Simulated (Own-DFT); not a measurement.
SiC (twinned 3C silicon carbide, atoms displaced), SiC (2H silicon carbide, atoms displaced) (calculated)

A calculation, not a measurement: plane-wave PBE density functional theory by an unreviewed code, no spin, of a simulated periodic cell, stress positive in tension, free energy of the whole cell less one offset for each atom, forces on such cells passed a denser k mesh, this cell's mesh not checked; offsets are fitted by least squares, one for each functional and potential file, so energies compare only between cells with the same atoms and settings and are not formation energies; the far tail of each file's local potential was reset to the Coulomb form; each entry is a single point on an unrelaxed cell, so the pressure reflects the starting lattice, mostly measured values (interpolated for alloys), from which strain is counted, and rises with the displacements; printed positions are rounded, which can move forces by about a meV/angstrom; the program, named Own-DFT, is a retired in-house code; no spin-orbit coupling. Program: Own-DFT development build.

Settings shared by all entries: functional PBE; potential files PseudoDojo norm-conserving, scalar-relativistic, standard set; wave cutoff 42 hartree; occupations Fermi-Dirac; smearing width 0.1 eV.

(1) SiC (twinned 3C silicon carbide, atoms displaced)

```
SiC
1.0
      6.5394    -6.5394     0.0000
      0.0000     6.5394    -6.5394
      8.7192     8.7192     8.7192
Si C Si C Si C Si C Si C Si C Si C Si C Si C Si C Si C Si C Si C Si C Si C Si C Si C Si C Si C Si C Si C Si C Si C Si C Si C Si C Si C Si C Si C Si C Si C Si C Si C Si C Si C Si C Si C Si C Si C Si C Si C Si C Si C Si C Si C Si C Si C Si C Si C Si C Si C Si C Si C Si C
1 1 1 1 1 1 1 1 1 1 1 1 1 1 1 1 1 1 1 1 1 1 1 1 1 1 1 1 1 1 1 1 1 1 1 1 1 1 1 1 1 1 1 1 1 1 1 1 1 1 1 1 1 1 1 1 1 1 1 1 1 1 1 1 1 1 1 1 1 1 1 1 1 1 1 1 1 1 1 1 1 1 1 1 1 1 1 1 1 1 1 1 1 1 1 1 1 1 1 1 1 1 1 1 1 1 1 1
Direct
  0.99573 0.99562 0.43813
  0.99432 0.99866 0.05929
  0.11063 0.22481 0.10322
  0.10863 0.22089 0.23430
  0.22103 0.11272 0.27384
  0.22194 0.10783 0.39621
  0.00592 0.33799 0.43981
  0.00002 0.32978 0.06078
  0.10163 0.54837 0.10504
  0.11450 0.54995 0.22600
  0.22440 0.44200 0.26720
  0.21775 0.44182 0.39808
  0.00194 0.66881 0.44355
  0.00092 0.66896 0.06626
  0.11634 0.88906 0.10359
  0.11009 0.88927 0.22705
  0.21718 0.77271 0.27390
  0.22666 0.77899 0.39735
  0.33249 0.00119 0.43772
  0.33014 0.99888 0.06431
  0.44218 0.22079 0.10392
  0.43961 0.22120 0.22676
  0.55716 0.11997 0.26952
  0.55240 0.10978 0.39580
  0.32945 0.32843 0.43892
  0.32934 0.32927 0.06326
  0.44846 0.55732 0.10279
  0.44457 0.55688 0.22932
  0.55486 0.44075 0.27380
  0.55606 0.44685 0.39298
  0.33747 0.67238 0.43723
  0.33124 0.66018 0.06316
  0.44853 0.89794 0.10511
  0.44821 0.89419 0.23074
  0.55571 0.78094 0.27019
  0.55338 0.78038 0.39380
  0.67021 0.00338 0.43808
  0.67019 0.00582 0.06644
  0.77790 0.22454 0.10521
  0.78028 0.22207 0.22860
  0.89026 0.11546 0.26890
  0.88463 0.10931 0.39927
  0.66229 0.32815 0.43872
  0.66698 0.33834 0.06470
  0.77634 0.55356 0.10407
  0.78553 0.56196 0.22796
  0.88726 0.43938 0.26913
  0.88446 0.43929 0.39592
  0.66673 0.67255 0.43754
  0.66313 0.66846 0.06434
  0.78081 0.89604 0.10417
  0.77492 0.88253 0.22441
  0.88713 0.77634 0.27423
  0.89423 0.78145 0.39327
  0.99812 0.00108 0.93856
  0.00270 0.00276 0.56381
  0.89028 0.78108 0.60558
  0.89081 0.78537 0.72557
  0.77868 0.89345 0.77205
  0.78101 0.88800 0.89408
  0.99479 0.66305 0.93668
  0.00562 0.66681 0.56465
  0.89772 0.44574 0.60218
  0.89026 0.44587 0.72278
  0.78139 0.55886 0.76960
  0.77792 0.55618 0.89598
  0.99765 0.33411 0.93513
  0.00499 0.33570 0.56413
  0.88803 0.11206 0.60337
  0.88788 0.11689 0.72990
  0.78096 0.22893 0.77049
  0.77364 0.22177 0.89502
  0.66408 0.99627 0.93691
  0.66750 0.00162 0.56333
  0.55534 0.77196 0.60486
  0.56084 0.78276 0.73061
  0.44330 0.88868 0.77092
  0.44423 0.88364 0.89647
  0.66878 0.66114 0.93605
  0.65597 0.66023 0.56511
  0.56162 0.45356 0.60318
  0.55630 0.44171 0.73176
  0.43469 0.54885 0.77371
  0.44262 0.54811 0.89682
  0.66417 0.33643 0.93787
  0.66194 0.33164 0.56512
  0.55684 0.11555 0.60325
  0.55353 0.11157 0.73246
  0.44226 0.21968 0.76965
  0.44000 0.21489 0.89834
  0.34059 0.99931 0.93507
  0.33509 0.00328 0.56121
  0.22213 0.77771 0.60287
  0.22200 0.77480 0.72764
  0.11193 0.88899 0.76940
  0.11274 0.89187 0.89736
  0.32886 0.66773 0.93683
  0.32668 0.66046 0.56419
  0.22136 0.44920 0.60487
  0.22061 0.44471 0.73208
  0.11219 0.55296 0.77343
  0.11215 0.56366 0.89592
  0.33903 0.34195 0.93801
  0.33294 0.32562 0.56219
  0.22465 0.11223 0.60649
  0.21948 0.10951 0.72853
  0.11282 0.21638 0.77040
  0.11403 0.22034 0.89732
```

It was run with k mesh 4 x 4 x 2 centred on Gamma.

The calculation gives: free energy of cell above offsets -15.443 eV; pressure 3.88 GPa; stress xx -3.58 GPa; stress yy -3.71 GPa; stress zz -4.33 GPa; stress yz -0.36 GPa; stress xz -0.25 GPa; stress xy -0.18 GPa.

Force:
| element | x (eV/Å) | y (eV/Å) | z (eV/Å) |
| --- | --- | --- | --- |
| Si | 0.7 | 0.285 | -1.012 |
| C | 1.928 | 0.222 | 0.496 |
| Si | 0.093 | -0.46 | 1.179 |
| C | -0.672 | -1.351 | -1.079 |
| Si | -0.799 | -1.199 | 0.208 |
| C | -0.269 | 0.72 | -0.022 |
| Si | -1.533 | 0.108 | 0.498 |
| C | -0.487 | 1.087 | -0.275 |
| Si | 0.945 | -1.097 | -1.372 |
| C | 0.147 | 1.839 | 0.564 |
| Si | 0.939 | 1.218 | 0.474 |
| C | 0.708 | -1.086 | -1.389 |
| Si | -1.493 | -1.763 | -0.713 |
| C | -1.349 | -1.054 | -0.093 |
| Si | -1.184 | 1.442 | 0.146 |
| C | 0.863 | 0.719 | 0.777 |
| Si | -0.178 | -0.957 | -1.459 |
| C | -0.786 | 0.856 | 0.326 |
| Si | 0.12 | -0.492 | 0.026 |
| C | 0.476 | -1.272 | -1.157 |
| Si | -0.282 | 0.196 | -0.373 |
| C | 1.016 | 0.522 | 0.138 |
| Si | -0.169 | -0.482 | 1.413 |
| C | 0.221 | -0.197 | -0.35 |
| Si | 0.096 | -0.087 | -0.919 |
| C | 0.735 | -0.017 | -0.754 |
| Si | -0.587 | 0.885 | 1.027 |
| C | 0.36 | -0.535 | 0.17 |
| Si | -0.813 | -0.699 | -2.155 |
| C | 1.003 | 1.112 | 1.479 |
| Si | -0.528 | -0.386 | 1.463 |
| C | -0.203 | 0.987 | -1.14 |
| Si | -0.608 | -0.601 | 1.817 |
| C | -0.648 | 0.399 | 0.142 |
| Si | -0.449 | -0.592 | -0.148 |
| C | 1.24 | -0.046 | 0.197 |
| Si | -1.023 | 0.609 | 0.349 |
| C | -1.36 | -0.597 | -0.569 |
| Si | -0.087 | -0.413 | -0.59 |
| C | -0.587 | 0.665 | -0.172 |
| Si | -0.041 | -0.029 | 2.141 |
| C | 0.407 | -1.12 | -1.229 |
| Si | 0.208 | 0.293 | -0.759 |
| C | -0.663 | -0.919 | 0.528 |
| Si | 0.72 | 1.307 | -1.044 |
| C | -0.672 | 0.219 | 1.863 |
| Si | 1.095 | 0.707 | -0.787 |
| C | 0.859 | 0.4 | -0.43 |
| Si | -0.507 | -0.814 | 0.473 |
| C | 0.421 | -1.609 | -0.862 |
| Si | -0.817 | -0.913 | 0.836 |
| C | 1.826 | 1.772 | 0.221 |
| Si | -0.969 | -1.552 | -1.945 |
| C | 0.535 | 1.404 | 2.027 |
| Si | 0.232 | -0.938 | -0.333 |
| C | -0.547 | -0.168 | 0.336 |
| Si | -0.733 | -0.623 | -0.255 |
| C | 0.725 | 0.467 | 1.603 |
| Si | -0.25 | -0.485 | -0.503 |
| C | -0.246 | 0.792 | 0.642 |
| Si | 1.659 | 1.043 | -0.694 |
| C | -1.011 | 1.265 | -0.188 |
| Si | -1.493 | 0.835 | 0.311 |
| C | 1.621 | 1.388 | 0.951 |
| Si | -0.519 | -0.088 | -0.164 |
| C | -0.361 | -0.991 | -0.007 |
| Si | 0.488 | -0.407 | 0.399 |
| C | -0.621 | -0.171 | 0.277 |
| Si | 0.558 | 0.214 | 0.268 |
| C | 0.224 | -0.943 | 0.275 |
| Si | -0.791 | 0.11 | 0.372 |
| C | 0.45 | 0.113 | -0.158 |
| Si | 0.993 | 0.036 | -0.133 |
| C | -0.397 | -0.154 | 0.457 |
| Si | -0.236 | 2.181 | -0.734 |
| C | -1.097 | -0.044 | 1.054 |
| Si | 0.082 | -0.477 | -0.208 |
| C | -0.086 | -0.1 | -0.725 |
| Si | 0.044 | 2.101 | -0.507 |
| C | 1.437 | -1.39 | -2.831 |
| Si | -0.975 | -0.23 | 3.565 |
| C | -0.57 | 0.42 | -0.997 |
| Si | 1.419 | -1.199 | -1.367 |
| C | 0.327 | 1.027 | -2.177 |
| Si | -0.1 | -0.646 | 0.849 |
| C | 0.988 | -0.768 | -1.575 |
| Si | 0.203 | 0.168 | 1.438 |
| C | -0.338 | -0.997 | -0.541 |
| Si | 0.711 | 0.572 | 0.265 |
| C | 0.268 | 0.124 | -2.025 |
| Si | -0.653 | 1.694 | 1.308 |
| C | 0.142 | 0.104 | 1.002 |
| Si | 1.204 | 0.105 | -0.316 |
| C | 0.265 | 0.496 | 0.035 |
| Si | 0.308 | 0.25 | 0.657 |
| C | -0.618 | -0.78 | 0.14 |
| Si | 1.396 | -0.47 | 1.409 |
| C | 1.025 | -0.293 | -1.849 |
| Si | 0.579 | -1.409 | 1.631 |
| C | -0.626 | -0.868 | 0.244 |
| Si | -1.128 | 0.244 | -1.123 |
| C | -0.781 | -0.729 | 1.217 |
| Si | -1.085 | -0.672 | 3.076 |
| C | 0.842 | 1.644 | -1.05 |
| Si | -0.713 | -0.633 | -0.205 |
| C | 0.697 | -0.562 | 0.155 |
| Si | -0.202 | 1.82 | -0.332 |
| C | -0.605 | 0.39 | -1.119 |

(2) SiC (2H silicon carbide, atoms displaced)

```
SiC
1.0
      9.2481     0.0000     0.0000
     -4.6241     8.0091     0.0000
      0.0000     0.0000    10.0681
Si C Si C Si C Si C Si C Si C Si C Si C Si C Si C Si C Si C Si C Si C Si C Si C Si C Si C
2 2 2 2 2 2 2 2 2 2 2 2 2 2 2 2 2 2 2 2 2 2 2 2 2 2 2 2 2 2 2 2 2 2 2 2
Direct
  0.98413 0.99315 0.99979
  0.11993 0.22242 0.24939
  0.00374 0.99312 0.18393
  0.10338 0.22861 0.44191
  0.00688 0.01096 0.49811
  0.11576 0.22976 0.74832
  0.99937 0.00646 0.68627
  0.11331 0.22956 0.93913
  0.99299 0.33286 0.99211
  0.10544 0.55464 0.25122
  0.99300 0.32243 0.19293
  0.11802 0.55584 0.43671
  0.99540 0.32920 0.48911
  0.11132 0.54678 0.75896
  0.99455 0.33197 0.70151
  0.11297 0.56380 0.94016
  0.99670 0.67347 0.00937
  0.11220 0.88376 0.25924
  0.99997 0.66809 0.18352
  0.11583 0.89593 0.43817
  0.01008 0.66571 0.51105
  0.12121 0.89300 0.75396
  0.00416 0.64901 0.69135
  0.11446 0.89961 0.93985
  0.32331 0.99956 0.98881
  0.45582 0.22452 0.25859
  0.32865 0.99141 0.18173
  0.43288 0.20554 0.44054
  0.33646 0.00966 0.49959
  0.42965 0.20342 0.75412
  0.34596 0.01026 0.69389
  0.43805 0.20467 0.94449
  0.32826 0.32162 0.00096
  0.43842 0.55366 0.25268
  0.32181 0.31520 0.17868
  0.45595 0.56069 0.43228
  0.33289 0.32839 0.50028
  0.44341 0.55557 0.75560
  0.31813 0.31377 0.67698
  0.45065 0.55782 0.93978
  0.32714 0.66774 0.99307
  0.43974 0.89323 0.24333
  0.32636 0.65785 0.19498
  0.44423 0.87242 0.43541
  0.34289 0.66637 0.49343
  0.45294 0.89186 0.75371
  0.32623 0.65879 0.68568
  0.44056 0.88454 0.94403
  0.66108 0.98693 0.00444
  0.77243 0.22256 0.26089
  0.66165 0.99600 0.19151
  0.78291 0.22895 0.43823
  0.67352 0.99841 0.50067
  0.76875 0.21963 0.74837
  0.66706 0.00859 0.68903
  0.78397 0.22458 0.92747
  0.66239 0.33429 0.00676
  0.75916 0.55428 0.24106
  0.66645 0.33985 0.18406
  0.77057 0.55382 0.43397
  0.66790 0.32955 0.50005
  0.77441 0.54334 0.73952
  0.67412 0.33307 0.69000
  0.78225 0.55754 0.93867
  0.65655 0.65975 0.00334
  0.77561 0.88896 0.25238
  0.67008 0.67077 0.18537
  0.77758 0.88056 0.44118
  0.67418 0.66769 0.50778
  0.78688 0.88468 0.74921
  0.65788 0.65954 0.69644
  0.77896 0.88310 0.93886
```

Here we set hardware one NVIDIA H100 and k mesh 4 x 4 x 3 centred on Gamma.

Results for SiC (2H silicon carbide, atoms displaced): free energy of cell above offsets -3.029 eV; pressure 6.52 GPa; stress xx -5.43 GPa; stress yy -6.05 GPa; stress zz -8.06 GPa; stress yz 0.18 GPa; stress xz -0.48 GPa; stress xy -0.74 GPa; wall time 354.9 s.

Force:
| element | x (eV/Å) | y (eV/Å) | z (eV/Å) |
| --- | --- | --- | --- |
| Si | 2.915 | 2.391 | 0.47 |
| Si | -2.82 | -1.59 | -0.081 |
| C | -1.4 | 0.391 | 1.768 |
| C | 3.607 | -1.163 | -1.898 |
| Si | -0.456 | -1.674 | 0.439 |
| Si | -1.888 | -1.54 | 1.052 |
| C | 1.794 | -0.939 | 0.12 |
| C | -0.16 | -1.343 | -0.678 |
| Si | 1.235 | 0.744 | 1.979 |
| Si | 0.39 | -0.926 | -0.602 |
| C | -0.311 | 1.012 | -0.908 |
| C | -0.907 | -0.061 | 0.312 |
| Si | -0.188 | 3.134 | 3.319 |
| Si | 0.024 | 0.454 | -0.975 |
| C | 0.543 | -0.677 | -2.803 |
| C | -0.95 | -0.911 | 0.492 |
| Si | 1.014 | -0.12 | -2.975 |
| Si | -0.312 | 0.355 | -2.688 |
| C | -0.853 | -0.623 | 3.072 |
| C | -0.007 | -0.8 | 1.966 |
| Si | -0.75 | -0.145 | -2.363 |
| Si | -1.397 | -1.038 | -0.85 |
| C | -2.186 | 2.821 | 0.2 |
| C | -1.93 | -2.067 | -1.015 |
| Si | 2.386 | -2.31 | 3.787 |
| Si | -2.427 | -1.838 | -2.636 |
| C | -0.564 | 1.694 | 0.758 |
| C | 1.181 | 5.236 | -1.161 |
| Si | 1.511 | -5.664 | 1.56 |
| Si | 0.645 | 5.973 | 0.914 |
| C | -0.295 | -5.177 | -2.232 |
| C | -0.286 | 4.513 | -1.95 |
| Si | -0.121 | 0.99 | -1.066 |
| Si | 0.825 | -0.502 | -1.729 |
| C | 2.484 | 2.608 | 3.013 |
| C | 0.054 | -1.825 | 1.899 |
| Si | -0.843 | 1.199 | -1.384 |
| Si | -0.721 | -1.214 | -1.036 |
| C | 2.238 | 2.371 | 2.725 |
| C | -2.174 | -1.869 | -0.156 |
| Si | 1.396 | -1.221 | 2.632 |
| Si | 1.189 | -2.51 | 1.245 |
| C | -0.229 | 1.265 | -2.015 |
| C | -0.942 | 4.679 | -0.18 |
| Si | -1.055 | -1.956 | 1.459 |
| Si | -0.699 | -1.371 | -0.463 |
| C | 1.289 | 1.103 | 0.525 |
| C | 0.022 | 0.948 | -1.443 |
| Si | 0.063 | 2.302 | -0.823 |
| Si | 1.173 | -0.103 | -3.396 |
| C | 0.159 | 0.831 | -0.011 |
| C | -1.331 | -2.105 | 0.737 |
| Si | -1.387 | -0.571 | -0.005 |
| Si | 2.392 | 0.582 | 0.602 |
| C | 1.608 | -2.279 | -0.643 |
| C | -2.47 | -1.574 | 2.903 |
| Si | 1.524 | -0.585 | -3.086 |
| Si | 3.85 | 0.858 | 2.046 |
| C | 0.475 | -1.359 | 2.269 |
| C | 1.667 | -0.387 | 0.698 |
| Si | -1.061 | 0.93 | 0.641 |
| Si | 0.176 | 2.372 | 2.905 |
| C | -3.103 | -1.559 | -1.564 |
| C | -1.356 | -0.763 | -0.233 |
| Si | 2.563 | 1.056 | -0.907 |
| Si | 1.041 | 0.124 | -0.124 |
| C | -2.865 | 0 | 0.1 |
| C | 0.395 | 1.922 | -0.14 |
| Si | -1.036 | -0.851 | -0.704 |
| Si | -2.137 | 0.593 | 0.503 |
| C | 1.866 | 0.611 | -1.586 |
| C | -2.078 | -0.85 | -0.6 |
